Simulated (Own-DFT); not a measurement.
# What random displacements cost in a stack of InAs and GaAs layers, 64 atoms (As32Ga24In8)

These are calculations, not measurements. The program, named Own-DFT, is a retired in-house plane-wave density functional code that no person has reviewed. Each row is one single-point run on a periodic cell that was not relaxed, without spin or spin-orbit coupling.

Settings of every run: PBE; PseudoDojo norm-conserving scalar-relativistic files; cutoff 42 hartree; 3 x 3 x 3 k mesh centred on Gamma; Fermi-Dirac smearing of 0.1 eV.

Known limits: forces on such cells passed a denser k mesh, each cell not checked; stress not checked against mesh or cutoff.

Cell vectors in Å: (11.307, 0.000, 0.000); (0.000, 11.307, 0.000); (0.000, 0.000, 11.307). In each run every atom was moved at random and independently from its ideal site; u is the rms move along one axis. E is the free energy for each atom above the fitted value at u = 0, and F the rms of the force components.

```
run   u (Å)  E (meV/atom)  F (eV/Å)  largest force (eV/Å)  P (GPa)
  1  0.0295          15.7     0.695                  2.77     8.96
  2  0.0299             ?         ?                     ?        ?
  3  0.0553          47.2     0.914                  3.48     9.32
  4  0.0599          55.6     0.948                  4.14     9.47
  5  0.0627          54.7     1.077                  5.80     9.37
  6  0.1008         173.6     1.660                  6.96    11.02
  7  0.1067         213.5     2.072                  8.16    11.47
```

## Worked fit

For small independent moves the energy grows as E = (3/2) K u², with K the mean stiffness felt by one atom. The runs with u up to 0.11 Å give K = 10.9 ± 0.8 eV/Å², with residuals divided by u² + 0.0006 Å², since the noise grows with the moves. The scatter is 5.4 meV/atom at u = 0.05 Å. The forces follow F² = F0² + G² u², fitted to F/u, with G = 15.7 eV/Å² and F0 = 0.50 eV/Å. F0 is the force that atoms already bear on their ideal sites. G exceeds K because the moves of its neighbours add to the force on an atom, and stiffness differs between atoms. The pressure follows P = 8.60 + 243 u² GPa: at fixed volume, shortened bonds push harder than stretched ones pull.

## Withheld run

Question: what energy and rms force should run 2 give?

The fit gives 15 ± 3 meV/atom and about 0.69 eV/Å. The calculation gave 15.9 meV/atom and 0.700 eV/Å.
